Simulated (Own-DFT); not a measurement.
TiSi2 (C49 TiSi2 crystal, strained, atoms displaced) (calculated)

A calculation, not a measurement: plane-wave density functional theory by an unreviewed code, no spin, of a simulated periodic cell, stress positive in tension, run twice, with PBE and with PBEsol, both on files made for PBE, so the change isn't that of files made for PBEsol, forces on such cells moved up to 12 meV/angstrom on a denser k mesh; the far tail of each file's local potential was reset to the Coulomb form; each entry is a single point on an unrelaxed cell, so the pressure reflects the starting lattice, taken from the Materials Project, from which strain is counted, and rises with the displacements; printed positions are rounded, which can move forces by about a meV/angstrom; the program, named Own-DFT, is a retired in-house code; no spin-orbit coupling; stress was not checked against mesh or cutoff. Program: Own-DFT development build.

Common to all runs: functional PBE, then PBEsol; potential files PseudoDojo norm-conserving, scalar-relativistic, standard set; wave cutoff 42 hartree; occupations cold (Marzari-Vanderbilt); smearing width 0.2 eV; k mesh 4 x 4 x 4 centred on Gamma.

(1) TiSi2 (C49 TiSi2 crystal, strained, atoms displaced)

```
TiSi2
1.0
      5.1982    -6.8833     3.5764
      7.0178     0.1025    -7.0875
      5.2276     6.8191     3.4111
Ti Si Ti Si Ti Si Ti Si Ti Si Ti Si Ti Si Ti Si Ti Si Ti Si
2 4 2 4 2 4 2 4 2 4 2 4 2 4 2 4 2 4 2 4
Direct
  0.94506 0.91879 0.14937
  0.85296 0.87822 0.64571
  0.60477 0.92927 0.50496
  0.19790 0.87768 0.30772
  0.89538 0.02558 0.40100
  0.90285 0.77425 0.40370
  0.94235 0.42478 0.15965
  0.85371 0.36844 0.64991
  0.61242 0.42273 0.49193
  0.19093 0.36339 0.31493
  0.90272 0.52765 0.39882
  0.90995 0.28044 0.40600
  0.74456 0.72796 0.94693
  0.64712 0.68089 0.45610
  0.41693 0.73020 0.29846
  0.99433 0.67498 0.11415
  0.70225 0.83370 0.19818
  0.70354 0.57616 0.19974
  0.54812 0.02673 0.75947
  0.45345 0.97412 0.24791
  0.20235 0.03167 0.10120
  0.78969 0.97515 0.91036
  0.49314 0.12947 0.98492
  0.50371 0.87208 0.00703
  0.74381 0.22326 0.95567
  0.64435 0.17253 0.44585
  0.41092 0.22584 0.28833
  0.98994 0.18014 0.10976
  0.69619 0.32388 0.20237
  0.69990 0.08085 0.20738
  0.54872 0.51647 0.76084
  0.43908 0.47324 0.25366
  0.20883 0.52665 0.09673
  0.79052 0.47180 0.91302
  0.49613 0.63033 0.00953
  0.50374 0.36332 0.00590
  0.35385 0.82617 0.54944
  0.25024 0.78023 0.04950
  0.00651 0.83209 0.89029
  0.59598 0.77558 0.71306
  0.30308 0.91999 0.80416
  0.29961 0.67048 0.80569
  0.35645 0.32361 0.55454
  0.26077 0.27702 0.05602
  0.00395 0.32051 0.89423
  0.59087 0.27555 0.70138
  0.30317 0.42229 0.79477
  0.30073 0.17450 0.80612
  0.15004 0.62939 0.34959
  0.04006 0.57760 0.85045
  0.81148 0.62232 0.69286
  0.38928 0.56779 0.50617
  0.09563 0.73016 0.60239
  0.10484 0.47677 0.60183
  0.14944 0.12383 0.34901
  0.05827 0.07530 0.83355
  0.80545 0.11820 0.68407
  0.39520 0.08159 0.50563
  0.10059 0.22437 0.60112
  0.09836 0.97432 0.60011
```

| Item | Value |
| --- | --- |
| PBE pressure | 5.05 GPa |
| PBE stress xx | -7.1 GPa |
| PBE stress yy | -0.41 GPa |
| PBE stress zz | -7.64 GPa |
| PBE stress yz | -3.17 GPa |
| PBE stress xz | -2.09 GPa |
| PBE stress xy | 0.49 GPa |
| PBEsol pressure | 1.69 GPa |
| PBEsol stress xx | -3.65 GPa |
| PBEsol stress yy | 3.22 GPa |
| PBEsol stress zz | -4.63 GPa |
| PBEsol stress yz | -3.2 GPa |
| PBEsol stress xz | -2.1 GPa |
| PBEsol stress xy | 0.5 GPa |
| rms change of force components from PBE to PBEsol | 0.022 eV/Å |

Force:
```csv
force element,PBE force x (eV/Å),PBE force y (eV/Å),PBE force z (eV/Å),PBEsol force x (eV/Å),PBEsol force y (eV/Å),PBEsol force z (eV/Å)
Ti,1.58,0.265,-0.467,1.569,0.25,-0.461
Ti,-0.388,-0.061,0.7,-0.383,-0.053,0.698
Si,-0.7,-0.684,-0.269,-0.695,-0.743,-0.274
Si,-0.396,0.547,0.434,-0.393,0.599,0.449
Si,0.284,-0.351,-0.01,0.291,-0.341,0.001
Si,-0.297,-0.014,-0.414,-0.297,-0.016,-0.426
Ti,0.112,-0.515,-0.14,0.11,-0.514,-0.136
Ti,0.37,-0.469,-0.336,0.367,-0.457,-0.329
Si,0.052,-0.334,-0.878,0.047,-0.382,-0.882
Si,0.7,-0.167,-1.175,0.693,-0.131,-1.164
Si,0.155,0.494,0.051,0.152,0.481,0.059
Si,-1.155,0.28,-0.136,-1.167,0.271,-0.151
Ti,0.75,0.906,1.093,0.75,0.892,1.084
Ti,-0.216,-1.404,0.746,-0.211,-1.372,0.736
Si,-1.163,0.079,-0.167,-1.141,0.036,-0.17
Si,-0.813,-0.253,-0.475,-0.802,-0.204,-0.479
Si,-0.216,0.428,0.618,-0.207,0.42,0.625
Si,-0.008,0.512,-0.174,-0.005,0.495,-0.174
Ti,-0.791,-0.286,-0.268,-0.782,-0.302,-0.269
Ti,0.686,-0.262,-0.26,0.681,-0.231,-0.254
Si,-0.647,-1.068,-0.322,-0.633,-1.127,-0.326
Si,0.081,-0.058,-0.151,0.076,0.003,-0.15
Si,1.029,0.681,1.731,1.038,0.665,1.76
Si,-0.094,-0.032,-0.664,-0.09,-0.033,-0.68
Ti,-0.066,-0.16,-0.104,-0.061,-0.161,-0.117
Ti,1.171,-0.798,0.196,1.156,-0.768,0.198
Si,-0.054,0,0.264,-0.054,-0.057,0.251
Si,-0.495,0.513,0.667,-0.481,0.587,0.672
Si,0.656,0.043,-0.034,0.674,0.04,-0.02
Si,-0.929,-0.349,-0.064,-0.948,-0.341,-0.085
Ti,0.211,-0.044,-1.177,0.202,-0.061,-1.169
Ti,1.147,-1.664,0.273,1.131,-1.627,0.281
Si,-0.589,0.1,-0.412,-0.577,0.053,-0.4
Si,0.064,0.015,-0.185,0.065,0.067,-0.184
Si,-0.698,-0.288,0.484,-0.711,-0.282,0.495
Si,0.58,0.101,-1.197,0.576,0.098,-1.22
Ti,-0.018,1.347,0.218,-0.018,1.307,0.211
Ti,0.038,-0.284,0.447,0.038,-0.269,0.452
Si,-0.301,0.101,0.669,-0.298,0.052,0.665
Si,-0.79,0.351,0.147,-0.782,0.401,0.161
Si,-0.058,-0.219,-0.41,-0.051,-0.211,-0.416
Si,-0.072,-0.155,-0.24,-0.073,-0.152,-0.243
Ti,-0.848,1.065,-0.613,-0.834,1.037,-0.612
Ti,-1.614,-0.136,-0.975,-1.601,-0.123,-0.952
Si,0.524,-0.565,-0.319,0.509,-0.63,-0.336
Si,0.592,0.225,1.306,0.583,0.287,1.311
Si,0.483,0.664,0.191,0.496,0.645,0.212
Si,-0.874,-0.262,-0.657,-0.9,-0.258,-0.667
Ti,-0.041,0.95,0.551,-0.045,0.931,0.544
Ti,0.815,-1.313,0.972,0.806,-1.29,0.961
Si,-0.372,0.232,-0.517,-0.365,0.184,-0.52
Si,1.177,-0.014,-0.161,1.156,0.029,-0.154
Si,0.06,-0.353,0.658,0.06,-0.343,0.663
Si,-0.274,0.178,-0.203,-0.283,0.176,-0.213
Ti,0.051,1.044,0.264,0.048,1.01,0.253
Ti,0.652,1.568,0.497,0.639,1.563,0.493
Si,0.895,0.229,-0.366,0.88,0.176,-0.367
Si,-0.492,0.716,0.646,-0.481,0.767,0.641
Si,0.285,-0.419,0.13,0.292,-0.403,0.152
Si,0.271,-0.655,-0.016,0.282,-0.641,-0.026
```

(2) TiSi2 (C49 TiSi2 crystal, strained, atoms displaced)

```
TiSi2
1.0
      5.2402    -6.6911     3.4968
      6.9320     0.0020    -6.9082
      5.3782     6.8693     3.6296
Ti Si Ti Si Ti Si Ti Si Ti Si Ti Si Ti Si Ti Si Ti Si Ti Si
2 4 2 4 2 4 2 4 2 4 2 4 2 4 2 4 2 4 2 4
Direct
  0.93589 0.92080 0.14906
  0.85670 0.87164 0.64756
  0.60603 0.92880 0.49266
  0.19752 0.86984 0.30332
  0.89624 0.01628 0.41582
  0.89596 0.77917 0.38946
  0.94889 0.42799 0.15512
  0.84426 0.38453 0.64407
  0.61312 0.42427 0.48628
  0.20000 0.37442 0.31437
  0.90318 0.51658 0.39540
  0.90862 0.27845 0.39441
  0.73985 0.73028 0.96168
  0.64891 0.66926 0.45383
  0.40266 0.73235 0.29611
  0.98477 0.67199 0.10120
  0.69985 0.82526 0.19522
  0.70307 0.57636 0.20625
  0.55348 0.01356 0.74614
  0.45539 0.97194 0.24544
  0.21322 0.02963 0.08384
  0.78812 0.95977 0.91515
  0.49775 0.12772 0.99889
  0.49990 0.87153 0.99851
  0.74152 0.23124 0.95837
  0.65055 0.17894 0.44535
  0.41588 0.22085 0.28187
  0.98398 0.18177 0.10137
  0.69431 0.32717 0.20175
  0.69451 0.07387 0.19326
  0.54602 0.52112 0.75820
  0.45766 0.47894 0.24881
  0.19518 0.52710 0.08954
  0.78161 0.47596 0.90922
  0.51310 0.62081 0.00090
  0.50471 0.37653 0.99914
  0.34857 0.82750 0.55381
  0.26395 0.76324 0.05354
  0.00330 0.82794 0.89788
  0.58577 0.77291 0.69913
  0.29695 0.92851 0.80027
  0.29295 0.67962 0.80245
  0.35063 0.33432 0.53931
  0.25613 0.27073 0.04740
  0.99218 0.32571 0.88282
  0.59630 0.27178 0.70756
  0.29198 0.42137 0.79781
  0.29889 0.17215 0.80297
  0.14719 0.63066 0.34732
  0.04807 0.57899 0.85045
  0.80956 0.62924 0.70028
  0.40223 0.56867 0.50868
  0.10033 0.72731 0.59589
  0.10652 0.47310 0.59133
  0.14933 0.13354 0.35992
  0.05031 0.07451 0.84860
  0.80219 0.12330 0.68753
  0.38874 0.08618 0.50106
  0.08862 0.22645 0.60858
  0.09954 0.98032 0.60465
```

| Property | Result |
| --- | --- |
| PBE pressure | 7.56 GPa |
| PBE stress xx | -6.98 GPa |
| PBE stress yy | -4.5 GPa |
| PBE stress zz | -11.2 GPa |
| PBE stress yz | 3.38 GPa |
| PBE stress xz | 3.98 GPa |
| PBE stress xy | 2.7 GPa |
| PBEsol pressure | 4.15 GPa |
| PBEsol stress xx | -3.48 GPa |
| PBEsol stress yy | -0.83 GPa |
| PBEsol stress zz | -8.14 GPa |
| PBEsol stress yz | 3.41 GPa |
| PBEsol stress xz | 4 GPa |
| PBEsol stress xy | 2.7 GPa |
| rms change of force components from PBE to PBEsol | 0.023 eV/Å |

Force:
```csv
force element,PBE force x (eV/Å),PBE force y (eV/Å),PBE force z (eV/Å),PBEsol force x (eV/Å),PBEsol force y (eV/Å),PBEsol force z (eV/Å)
Ti,1.791,-0.642,0.309,1.748,-0.644,0.312
Ti,0.094,0.558,-0.397,0.096,0.57,-0.404
Si,-0.385,-0.453,0.313,-0.377,-0.498,0.312
Si,0.599,1.331,-2.587,0.589,1.392,-2.592
Si,0.239,-1.056,-1.357,0.245,-1.032,-1.373
Si,-0.11,0.438,1.074,-0.121,0.423,1.09
Ti,-0.835,-0.016,0.236,-0.819,-0.021,0.234
Ti,-0.223,-0.636,0.924,-0.227,-0.614,0.922
Si,-0.062,-0.111,0.442,-0.066,-0.167,0.453
Si,-0.536,-0.361,-1.296,-0.522,-0.305,-1.283
Si,1.237,0.502,-0.872,1.251,0.498,-0.883
Si,-0.964,0.859,0.49,-0.982,0.836,0.502
Ti,-1.592,-1.478,1.116,-1.565,-1.477,1.111
Ti,0.842,-1.144,-0.737,0.826,-1.108,-0.729
Si,-0.18,-1.299,2.301,-0.178,-1.367,2.314
Si,1.009,0.731,-0.178,0.992,0.801,-0.187
Si,0.023,0.856,0.068,0.018,0.839,0.054
Si,-0.239,0.078,-0.088,-0.247,0.076,-0.091
Ti,0.921,1.275,-1.151,0.911,1.243,-1.14
Ti,0.085,0.24,-0.644,0.081,0.252,-0.651
Si,-0.615,0.702,0.815,-0.604,0.646,0.81
Si,1.091,0.072,-3.095,1.075,0.135,-3.093
Si,-0.309,-0.274,0.313,-0.301,-0.264,0.31
Si,0.118,0.224,-0.429,0.116,0.218,-0.415
Ti,-1.354,-0.843,0.844,-1.331,-0.848,0.831
Ti,-0.174,-0.392,0.389,-0.174,-0.361,0.381
Si,0.441,-0.058,-0.582,0.434,-0.108,-0.579
Si,0.337,0.113,1.499,0.334,0.167,1.489
Si,0.189,-0.414,0.441,0.191,-0.404,0.439
Si,0.88,0.141,0.291,0.885,0.133,0.3
Ti,-0.404,-0.212,-0.595,-0.392,-0.236,-0.581
Ti,-0.779,0.216,-0.459,-0.765,0.235,-0.444
Si,0.404,-0.821,1.818,0.399,-0.876,1.819
Si,0.944,0.188,-0.154,0.934,0.25,-0.159
Si,-0.56,1.03,-0.599,-0.552,1.02,-0.61
Si,-0.435,0.746,-0.358,-0.448,0.73,-0.357
Ti,-0.472,0.259,-0.403,-0.462,0.233,-0.398
Ti,-0.046,0.341,-1.991,-0.042,0.362,-1.982
Si,-0.005,-1.28,0.835,-0.003,-1.345,0.837
Si,0.499,0.372,0.831,0.486,0.431,0.818
Si,-0.125,-0.195,0.6,-0.125,-0.194,0.601
Si,-0.156,-0.469,0.671,-0.153,-0.461,0.688
Ti,-0.006,1.59,1.861,-0.011,1.558,1.841
Ti,-0.049,0.261,-1.319,-0.058,0.263,-1.301
Si,1.092,-0.534,0.652,1.072,-0.594,0.649
Si,-0.31,0.703,-0.852,-0.3,0.758,-0.877
Si,0.76,-0.246,-0.102,0.782,-0.239,-0.101
Si,0.092,-0.494,-0.29,0.087,-0.478,-0.288
Ti,-0.538,0.369,0.905,-0.535,0.343,0.906
Ti,-0.615,-0.722,0.185,-0.604,-0.692,0.179
Si,-0.785,-0.274,-0.056,-0.774,-0.339,-0.047
Si,0.487,0.669,-1.714,0.485,0.718,-1.709
Si,-0.136,0.086,0.161,-0.136,0.088,0.146
Si,0.318,0.649,-0.556,0.314,0.628,-0.562
Ti,-1.783,-0.115,0.445,-1.749,-0.127,0.441
Ti,-0.05,0.098,-0.296,-0.045,0.094,-0.296
Si,0.578,-0.293,1.002,0.562,-0.35,1.024
Si,0.017,0.251,1.152,0.021,0.308,1.138
Si,0.166,-0.766,-0.108,0.165,-0.748,-0.11
Si,-0.425,-0.354,0.282,-0.429,-0.35,0.291
```

(3) TiSi2 (C49 TiSi2 crystal, strained, atoms displaced)

```
TiSi2
1.0
      5.3568    -6.7321     3.6073
      7.2372     0.0336    -7.2918
      5.2224     6.5230     3.4105
Ti Si Ti Si Ti Si Ti Si Ti Si Ti Si Ti Si Ti Si Ti Si Ti Si
2 4 2 4 2 4 2 4 2 4 2 4 2 4 2 4 2 4 2 4
Direct
  0.95220 0.92559 0.15314
  0.84350 0.86735 0.65469
  0.59674 0.93039 0.48722
  0.20091 0.87158 0.31915
  0.89714 0.02467 0.39848
  0.89946 0.77601 0.40233
  0.94176 0.42293 0.15261
  0.85379 0.36996 0.64298
  0.60476 0.43243 0.49763
  0.18724 0.36887 0.31107
  0.90803 0.52509 0.40279
  0.90395 0.26948 0.39810
  0.75680 0.72651 0.94950
  0.65733 0.67929 0.44065
  0.41051 0.72343 0.29380
  0.00205 0.67337 0.10336
  0.69443 0.82967 0.20465
  0.70054 0.57665 0.20293
  0.55101 0.03733 0.76374
  0.45517 0.97398 0.25150
  0.20300 0.02812 0.09202
  0.79453 0.97345 0.91186
  0.49162 0.12801 0.99359
  0.50484 0.87152 0.00150
  0.75278 0.23246 0.95211
  0.66295 0.16815 0.44649
  0.40450 0.23380 0.28925
  0.98482 0.17856 0.09881
  0.70201 0.31642 0.19406
  0.70818 0.07874 0.19022
  0.53833 0.51605 0.75180
  0.45372 0.47518 0.24313
  0.21479 0.52996 0.08487
  0.78395 0.47658 0.91097
  0.49942 0.62203 0.00089
  0.50200 0.37258 0.99903
  0.34312 0.82692 0.56349
  0.25015 0.77280 0.05214
  0.01978 0.82771 0.88562
  0.59309 0.76770 0.71899
  0.30194 0.93196 0.79966
  0.30129 0.66941 0.79916
  0.34743 0.33000 0.54934
  0.25799 0.27691 0.04182
  0.00899 0.32897 0.89077
  0.58223 0.28029 0.71401
  0.30005 0.43151 0.79978
  0.29326 0.18212 0.79536
  0.15177 0.62514 0.34171
  0.05440 0.58418 0.84966
  0.80063 0.62327 0.69178
  0.38995 0.58059 0.50829
  0.10686 0.72034 0.60377
  0.08619 0.46256 0.60040
  0.13882 0.12258 0.35821
  0.05087 0.07080 0.84617
  0.81257 0.12271 0.69512
  0.39673 0.06968 0.50858
  0.09554 0.22040 0.61466
  0.09966 0.97075 0.60631
```

| Quantity | Value |
| --- | --- |
| PBE pressure | 3.47 GPa |
| PBE stress xx | -1.39 GPa |
| PBE stress yy | -6.94 GPa |
| PBE stress zz | -2.09 GPa |
| PBE stress yz | -3.22 GPa |
| PBE stress xz | -3.98 GPa |
| PBE stress xy | -2.4 GPa |
| PBEsol pressure | 0.13 GPa |
| PBEsol stress xx | 2.07 GPa |
| PBEsol stress yy | -3.39 GPa |
| PBEsol stress zz | 0.92 GPa |
| PBEsol stress yz | -3.22 GPa |
| PBEsol stress xz | -4.01 GPa |
| PBEsol stress xy | -2.4 GPa |
| rms change of force components from PBE to PBEsol | 0.019 eV/Å |

Force:
```csv
force element,PBE force x (eV/Å),PBE force y (eV/Å),PBE force z (eV/Å),PBEsol force x (eV/Å),PBEsol force y (eV/Å),PBEsol force z (eV/Å)
Ti,-0.055,-0.019,0.188,-0.049,-0.042,0.178
Ti,0.364,-1.092,-0.595,0.365,-1.059,-0.581
Si,0.867,-0.58,2.345,0.856,-0.642,2.354
Si,-0.614,0.135,-1.157,-0.606,0.181,-1.151
Si,0.165,0.166,0.558,0.169,0.163,0.555
Si,0.058,-0.405,0.165,0.053,-0.398,0.161
Ti,0.604,-0.926,-0.123,0.588,-0.941,-0.122
Ti,0.254,1.118,-0.179,0.262,1.116,-0.168
Si,-0.738,-0.89,0.279,-0.723,-0.933,0.273
Si,0.066,0.046,-0.92,0.063,0.092,-0.926
Si,-0.795,0.028,-0.775,-0.815,0.03,-0.783
Si,0.103,0.362,-0.314,0.111,0.359,-0.317
Ti,-0.02,1.093,0.199,-0.029,1.056,0.188
Ti,0.069,1.493,0.546,0.07,1.499,0.542
Si,0.105,-0.694,-0.482,0.098,-0.753,-0.489
Si,-0.207,0.916,-0.519,-0.205,0.954,-0.518
Si,0.028,-1.009,0.156,0.032,-0.988,0.169
Si,-0.257,-0.488,0.145,-0.252,-0.482,0.152
Ti,-1.982,-0.964,0.164,-1.971,-0.973,0.161
Ti,-0.652,-0.154,-1.084,-0.643,-0.129,-1.059
Si,0.377,-0.163,0.594,0.368,-0.201,0.588
Si,0.145,0.192,0.12,0.139,0.232,0.135
Si,0.796,0.335,0.563,0.783,0.334,0.567
Si,-0.113,0.091,-0.247,-0.106,0.088,-0.258
Ti,-1.444,-0.219,-0.273,-1.428,-0.229,-0.27
Ti,-0.09,1.155,-1.063,-0.096,1.16,-1.052
Si,-0.119,-0.318,1.237,-0.111,-0.37,1.229
Si,0.78,0.478,1.441,0.763,0.534,1.441
Si,1.039,0.707,-0.396,1.05,0.694,-0.399
Si,-0.536,0.715,0.32,-0.538,0.705,0.317
Ti,1.744,-0.88,-0.662,1.72,-0.888,-0.658
Ti,0.403,0.469,0.306,0.398,0.486,0.293
Si,-0.363,0.136,1.009,-0.349,0.095,1.01
Si,0.15,-0.057,0.209,0.146,-0.005,0.228
Si,0.26,-0.199,-0.147,0.251,-0.19,-0.135
Si,-0.009,0.139,0.02,-0.009,0.138,0.007
Ti,-0.094,-1.238,0.272,-0.103,-1.248,0.258
Ti,0.663,-0.937,-0.247,0.644,-0.901,-0.233
Si,-0.305,0.265,-0.225,-0.301,0.231,-0.23
Si,-0.294,0.127,-1.375,-0.286,0.164,-1.375
Si,0.177,0.399,0.421,0.164,0.394,0.429
Si,0.698,0.296,-0.212,0.712,0.29,-0.229
Ti,-0.238,0.343,0.22,-0.228,0.326,0.219
Ti,-0.162,1.305,-0.132,-0.155,1.305,-0.131
Si,0.039,-0.386,-0.576,0.039,-0.426,-0.588
Si,-0.234,-0.482,0.851,-0.231,-0.438,0.864
Si,-0.717,0.256,0.013,-0.72,0.249,0.023
Si,0.266,-0.226,0.689,0.288,-0.225,0.69
Ti,0.584,1.36,0.703,0.582,1.321,0.695
Ti,-1.447,0.095,0.482,-1.418,0.111,0.48
Si,0.107,-0.741,0.468,0.113,-0.801,0.457
Si,-0.413,0.511,0.338,-0.412,0.571,0.35
Si,-0.546,0.165,-0.654,-0.55,0.166,-0.641
Si,1.652,-0.923,0.073,1.665,-0.908,0.079
Ti,0.268,-1.375,0.195,0.259,-1.383,0.19
Ti,0.859,0.524,0.132,0.856,0.534,0.126
Si,-0.395,0.023,-0.682,-0.388,-0.015,-0.701
Si,0.482,1.044,-1.501,0.47,1.098,-1.505
Si,-0.848,-1.1,-0.655,-0.876,-1.078,-0.654
Si,-0.486,-0.025,-0.229,-0.478,-0.03,-0.236
```

(4) TiSi2 (C49 TiSi2 crystal, strained, atoms displaced)

```
TiSi2
1.0
      5.2983    -6.7893     3.6164
      7.1030     0.0658    -7.1654
      5.5074     6.9965     3.6987
Ti Si Ti Si Ti Si Ti Si Ti Si Ti Si Ti Si Ti Si Ti Si Ti Si
2 4 2 4 2 4 2 4 2 4 2 4 2 4 2 4 2 4 2 4
Direct
  0.94951 0.92241 0.15891
  0.85582 0.87810 0.64556
  0.60854 0.91626 0.49459
  0.18675 0.87734 0.31128
  0.89069 0.03098 0.39723
  0.89512 0.78200 0.40433
  0.94996 0.42119 0.14884
  0.85765 0.37000 0.65274
  0.60325 0.41313 0.50087
  0.19628 0.37226 0.31027
  0.90671 0.52891 0.39631
  0.90251 0.27004 0.40079
  0.74491 0.72919 0.96360
  0.65356 0.66502 0.44538
  0.40596 0.72939 0.29390
  0.99579 0.67508 0.09775
  0.70535 0.82331 0.19461
  0.70094 0.57652 0.20371
  0.55394 0.01864 0.75456
  0.45590 0.97599 0.25042
  0.20841 0.02941 0.09777
  0.78419 0.97932 0.91007
  0.50715 0.11783 0.99952
  0.49249 0.87857 0.99709
  0.74808 0.22486 0.95508
  0.65571 0.17388 0.45383
  0.41003 0.22729 0.28793
  0.98782 0.16942 0.11044
  0.71112 0.32333 0.19493
  0.69952 0.07606 0.20539
  0.55482 0.52367 0.75829
  0.44918 0.46927 0.24220
  0.20208 0.52824 0.09107
  0.79604 0.47487 0.90989
  0.50118 0.62354 0.99504
  0.50383 0.37829 0.99420
  0.35230 0.82483 0.55087
  0.25565 0.77382 0.04802
  0.01232 0.82257 0.89883
  0.58693 0.76920 0.71126
  0.30676 0.91588 0.80455
  0.30372 0.67066 0.79157
  0.34176 0.32785 0.55474
  0.25375 0.28442 0.04442
  0.99792 0.33080 0.89030
  0.59058 0.27678 0.71744
  0.29359 0.42390 0.80203
  0.29924 0.16797 0.79974
  0.14490 0.62500 0.35463
  0.04078 0.58238 0.84890
  0.81103 0.63694 0.69031
  0.39477 0.57662 0.51466
  0.10574 0.71627 0.60124
  0.10859 0.47427 0.60430
  0.15454 0.12519 0.34960
  0.05050 0.06972 0.84082
  0.80416 0.12240 0.69591
  0.38703 0.06980 0.50779
  0.09440 0.23126 0.59369
  0.09396 0.97339 0.59589
```

| Property | Result |
| --- | --- |
| PBE pressure | -3.15 GPa |
| PBE stress xx | 2.83 GPa |
| PBE stress yy | 3.27 GPa |
| PBE stress zz | 3.35 GPa |
| PBE stress yz | 1.31 GPa |
| PBE stress xz | 1.85 GPa |
| PBE stress xy | 3.08 GPa |
| PBEsol pressure | -6.29 GPa |
| PBEsol stress xx | 6.05 GPa |
| PBEsol stress yy | 6.65 GPa |
| PBEsol stress zz | 6.16 GPa |
| PBEsol stress yz | 1.32 GPa |
| PBEsol stress xz | 1.86 GPa |
| PBEsol stress xy | 3.07 GPa |
| rms change of force components from PBE to PBEsol | 0.019 eV/Å |

Force:
```csv
force element,PBE force x (eV/Å),PBE force y (eV/Å),PBE force z (eV/Å),PBEsol force x (eV/Å),PBEsol force y (eV/Å),PBEsol force z (eV/Å)
Ti,-0.379,0.003,-0.396,-0.373,-0.006,-0.394
Ti,-0.064,0.183,0.097,-0.065,0.19,0.093
Si,0.254,-0.028,-0.389,0.249,-0.071,-0.388
Si,0.088,-0.135,0.389,0.089,-0.084,0.382
Si,0.279,-0.375,0.842,0.28,-0.362,0.85
Si,-0.358,-0.38,0.431,-0.355,-0.376,0.436
Ti,0.475,0.396,0.076,0.468,0.372,0.07
Ti,-0.212,-0.197,-1.133,-0.215,-0.172,-1.116
Si,0.516,-0.54,-0.861,0.504,-0.593,-0.859
Si,-0.052,0.092,-0.713,-0.048,0.134,-0.715
Si,-0.331,0.539,0.201,-0.32,0.53,0.203
Si,0.396,-0.02,-0.599,0.394,-0.017,-0.609
Ti,-0.805,-0.81,-0.096,-0.793,-0.818,-0.092
Ti,0.534,0.028,-0.299,0.534,0.047,-0.307
Si,-0.451,-0.086,0.627,-0.442,-0.132,0.626
Si,0.443,1.358,0.349,0.433,1.419,0.342
Si,0.235,0.821,-0.092,0.232,0.802,-0.101
Si,-0.416,-0.084,0.185,-0.422,-0.082,0.182
Ti,-0.401,0.618,-0.792,-0.389,0.607,-0.776
Ti,-0.288,-0.242,-0.183,-0.289,-0.221,-0.186
Si,-0.403,-0.355,0.043,-0.394,-0.402,0.056
Si,0.327,-0.301,1.101,0.324,-0.256,1.102
Si,0.269,0.412,-0.705,0.286,0.403,-0.713
Si,0.351,-0.131,0.836,0.348,-0.13,0.858
Ti,-0.059,0.038,0.045,-0.053,0.023,0.04
Ti,-0.798,-0.219,-0.119,-0.792,-0.218,-0.11
Si,-0.11,0.011,0.754,-0.115,-0.036,0.758
Si,0.445,-0.346,-0.441,0.441,-0.295,-0.452
Si,-0.107,0.861,-0.374,-0.105,0.842,-0.382
Si,-0.332,-0.178,-0.121,-0.347,-0.171,-0.12
Ti,-0.634,0.193,-0.309,-0.63,0.19,-0.312
Ti,1.188,-0.39,-0.339,1.167,-0.369,-0.339
Si,0.081,-0.422,0.825,0.076,-0.475,0.842
Si,0.087,0.476,-1.051,0.09,0.527,-1.067
Si,0.317,0.43,0.141,0.329,0.423,0.134
Si,-0.139,0.462,0.428,-0.149,0.456,0.436
Ti,-0.488,0.697,0.082,-0.483,0.673,0.09
Ti,0.05,-0.023,-0.212,0.04,-0.008,-0.219
Si,-0.124,-0.292,-1.429,-0.124,-0.346,-1.44
Si,0.665,-0.12,-0.134,0.656,-0.062,-0.139
Si,-0.413,0.038,-0.865,-0.421,0.039,-0.876
Si,0.35,0.504,0.075,0.354,0.491,0.08
Ti,0.025,-0.29,0.714,0.031,-0.298,0.7
Ti,-0.779,-0.041,0.564,-0.764,-0.019,0.564
Si,0.191,-0.66,1.738,0.187,-0.708,1.746
Si,-0.5,0.135,0.263,-0.484,0.186,0.27
Si,0.224,-0.209,0.383,0.226,-0.202,0.401
Si,0.188,-0.073,-0.219,0.183,-0.073,-0.226
Ti,0.241,-0.34,0.137,0.245,-0.347,0.142
Ti,0.141,-1.38,0.851,0.141,-1.349,0.854
Si,-0.978,0.156,0.817,-0.963,0.107,0.826
Si,-0.491,-0.328,-0.144,-0.478,-0.284,-0.147
Si,0.265,0.239,-0.975,0.266,0.238,-0.992
Si,-0.663,0.419,-0.434,-0.68,0.404,-0.435
Ti,-0.421,0.983,-0.272,-0.419,0.958,-0.272
Ti,0.903,-0.024,-0.09,0.887,-0.008,-0.095
Si,0.202,-0.249,-0.137,0.194,-0.305,-0.136
Si,0.952,-0.386,-0.188,0.934,-0.346,-0.192
Si,0.009,-0.041,0.923,0.021,-0.037,0.93
Si,0.502,-0.393,0.194,0.502,-0.381,0.199
```
